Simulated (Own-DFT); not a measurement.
# Strain and stress in 4H SiC, 72 atoms (C36Si36)

All numbers below are calculated, not measured. The program, named Own-DFT, is a retired in-house plane-wave density functional code that no person has reviewed. Each row is one single-point run on a periodic cell that was not relaxed, without spin or spin-orbit coupling.

Settings of every run: PBE; PseudoDojo norm-conserving scalar-relativistic files; cutoff 42 hartree; 4 x 4 x 3 k mesh centred on Gamma; Fermi-Dirac smearing of 0.1 eV.

Known limits: forces on such cells passed a denser k mesh, each cell not checked; stress not checked against mesh or cutoff.

Unstrained cell vectors in Å: (9.248, 0.000, 0.000); (-4.624, 8.009, 0.000); (0.000, 0.000, 10.068). The unstrained cell has measured lattice constants (interpolated for alloys), not those of this functional. That, the random moves and any unrelaxed bonds set the pressure at no strain. Each run strains this cell uniformly, with the atoms carried along. Every atom was also moved at random, by a Gaussian of width 0.05 Å on each axis. Strain is the symmetric tensor, in per cent. Stress is positive in tension, and the pressure is minus a third of its trace.

| run | e_xx (%) | e_yy (%) | e_zz (%) | e_yz (%) | e_xz (%) | e_xy (%) | s_xx (GPa) | s_yy (GPa) | s_zz (GPa) | s_yz (GPa) | s_xz (GPa) | s_xy (GPa) | P (GPa) | E (meV/atom) |
|---|---|---|---|---|---|---|---|---|---|---|---|---|---|---|
| 1 | -1.53 | -0.16 | 1.97 | 0.71 | -0.57 | 1.14 | -13.13 | -5.93 | 4.35 | 2.56 | -1.43 | 5.12 | 4.90 | 28.9 |
| 2 | 0.10 | -1.02 | 1.57 | -1.11 | -1.47 | 1.00 | -4.92 | -8.86 | 1.94 | -5.13 | -5.10 | 4.52 | 3.95 | 13.9 |
| 3 | -0.88 | -0.38 | -0.09 | 1.29 | 0.40 | 0.71 | -8.30 | -11.23 | -7.08 | 6.09 | 1.49 | 2.93 | 8.87 | 33.1 |
| 4 | 1.08 | 0.86 | -1.45 | 0.20 | 1.56 | -0.70 | -0.01 | -1.14 | -11.41 | 1.00 | 5.38 | -3.24 | 4.19 | 30.5 |
| 5 | -0.77 | -1.31 | -1.14 | -0.91 | -0.11 | -0.52 | -10.01 | -12.99 | -15.69 | -3.18 | 0.65 | -3.59 | 12.90 | 21.6 |
| 6 | -1.29 | 1.79 | -1.40 | -1.57 | -1.52 | -0.53 | -10.35 | 1.90 | -14.92 | -5.07 | -5.72 | -1.18 | 7.79 | 40.9 |
| 7 | -1.32 | -0.11 | 1.80 | 0.08 | 1.94 | 1.72 | -13.90 | -3.99 | 3.11 | 0.95 | 6.33 | 7.11 | 4.93 | 35.2 |
| 8 | 0.47 | 0.20 | -1.03 | 1.62 | -1.88 | 0.95 | -3.07 | -2.50 | -12.47 | 5.31 | -5.65 | 3.37 | 6.01 | 27.2 |
| 9 | 1.81 | 0.10 | 1.06 | -1.52 | -0.23 | 1.47 | 3.00 | -1.79 | 2.09 | -5.47 | -0.19 | 6.37 | -1.10 | 20.2 |
| 10 | -0.54 | -0.92 | -1.79 | -1.45 | -1.12 | 0.65 | -9.06 | -9.97 | -20.49 | -4.66 | -3.10 | 4.21 | 13.17 | 35.7 |
| 11 | 0.98 | 1.78 | 0.31 | -0.30 | 0.90 | 0.44 | 1.36 | 5.75 | -2.86 | -1.14 | 3.08 | 2.36 | -1.41 | 6.0 |
| 12 | -0.57 | 0.12 | -0.84 | 0.93 | -1.30 | 0.41 | -7.81 | -3.45 | -12.84 | 2.89 | -3.81 | 2.13 | 8.03 | 16.0 |
| 13 | -0.53 | 1.67 | 1.73 | -0.48 | 0.43 | -0.42 | -4.78 | 2.90 | 4.08 | -1.21 | 0.11 | -1.65 | -0.73 | 19.7 |
| 14 | -1.32 | -1.09 | 1.48 | 0.82 | 1.47 | 0.66 | -13.34 | -11.77 | 2.43 | 3.70 | 4.78 | 3.32 | 7.56 | 16.8 |
| 15 | -0.19 | -1.19 | -1.57 | 0.17 | -0.01 | 0.87 | -8.76 | -9.81 | -20.42 | 0.12 | 0.50 | 1.99 | 13.00 | 45.0 |
| 16 | 0.42 | 1.98 | 0.98 | -0.57 | 1.97 | 0.41 | 0.12 | 7.58 | -0.93 | -2.00 | 6.26 | 1.68 | -2.26 | 0.0 |
| 17 | 1.62 | -0.74 | -1.44 | 0.10 | 1.62 | -1.28 | ? | ? | ? | ? | ? | ? | ? | ? |

E is the free energy for each atom above the lowest run shown.

## Worked fit

Each stress component was fitted by least squares to a constant and the strains of the runs shown, as fractions, with shears doubled. Shear strains stay in the fit of a normal stress only where such slopes are resolved. The slopes, in GPa:

```
stress,at no strain,per e_xx,per e_yy,per e_zz,scatter
s_xx,-5.4,487 ± 30,119 ± 26,11 ± 20,1.09
s_yy,-4.5,119 ± 44,498 ± 37,43 ± 30,1.58
s_zz,-6.8,93 ± 43,72 ± 37,632 ± 29,1.55
```

Each shear stress against twice its own strain: yz 178 ± 8, xz 167 ± 5, xy 224 ± 21 GPa. These are stiffnesses along x, y and z of the frame in which the cell vectors are given, which need not be the crystal's axes. The atoms are held to the strained lattice; where symmetry lets them move under strain, relaxing them would lower some slopes. The table should be nearly symmetric about its diagonal, and what it lacks of that shows the noise. A ninth of its sum, 231 ± 3 GPa, estimates the bulk modulus near the mean pressure of these runs, 5.6 GPa, so it lies above the value at zero pressure.

## Withheld run

Question: what normal stresses and pressure should run 17 give?

The fit gives s_xx = 1.5, s_yy = -6.9, s_zz = -14.9 and P = 6.8 GPa. The calculation gave 4.57, -7.27, -17.29 and P = 6.66 GPa.
